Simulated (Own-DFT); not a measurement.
# Stretching a layer in its plane: wurtzite AlN, 72 atoms (Al36N36)

No measurement is shown. These are fixed-geometry runs of a retired plane-wave code named Own-DFT, which no person has reviewed; spin and spin-orbit coupling are neglected.

Settings: PBE; PseudoDojo norm-conserving scalar-relativistic files; cutoff 42 hartree; 3 x 3 x 2 k mesh centred on Gamma; Fermi-Dirac smearing of 0.1 eV.

Keep in mind: forces on such cells moved up to 12 meV/angstrom on a denser k mesh; stress not checked against mesh or cutoff.

Unstrained cell vectors in Å: (9.336, 0.000, 0.000); (-4.668, 8.085, 0.000); (0.000, 0.000, 9.964). The unstrained cell has measured lattice constants (interpolated for alloys), not those of this functional. That, the random moves and any unrelaxed bonds set the pressure at no strain. Each run strains x and y alike by e, as a substrate would, and holds the height along z. Each atom got a random Gaussian move of width 0.05 Å along each axis. Stress is positive in tension.

```
e (%)  u (Å)  (s_xx + s_yy)/2 (GPa)  s_zz (GPa)
-3.00  0.051                 -28.15       -8.09
-2.00  0.050                 -18.57       -8.31
-1.25  0.047                      ?           ?
-0.75  0.050                 -10.01       -7.89
-0.50  0.049                  -8.41       -6.44
-0.25  0.054                  -7.73       -4.96
 1.25  0.051                   0.96       -3.22
 2.00  0.050                   4.60       -1.97
 2.25  0.051                   5.49       -1.24
 2.75  0.049                   8.04       -0.40
```

## Fit

With e as a fraction, the in-plane stress is -5.6 + 601 e - 4480 e² GPa (errors 10 and 602, scatter 0.55), and s_zz is -5.0 + 150 e GPa (slope ± 17, scatter 0.94). At e = 0 the first slope is C11 + C12 and the second 2 C13, both with the ions held to the strained lattice and at the cell's own pressure. The term in e² is negative: the layer stiffens under compression and softens under tension. A free layer would change its height as e changes, and the in-plane slope would drop by 2 C13²/C33 to the biaxial modulus. At fixed height, a misfit of 1 % moves the in-plane stress by about 6.0 GPa and s_zz by 1.5 GPa.

## Check

Asked: what are the two stresses at e = -1.25 %?

Estimate: -13.8 and -6.9 GPa. The hidden result is -13.65 and -6.49 GPa.
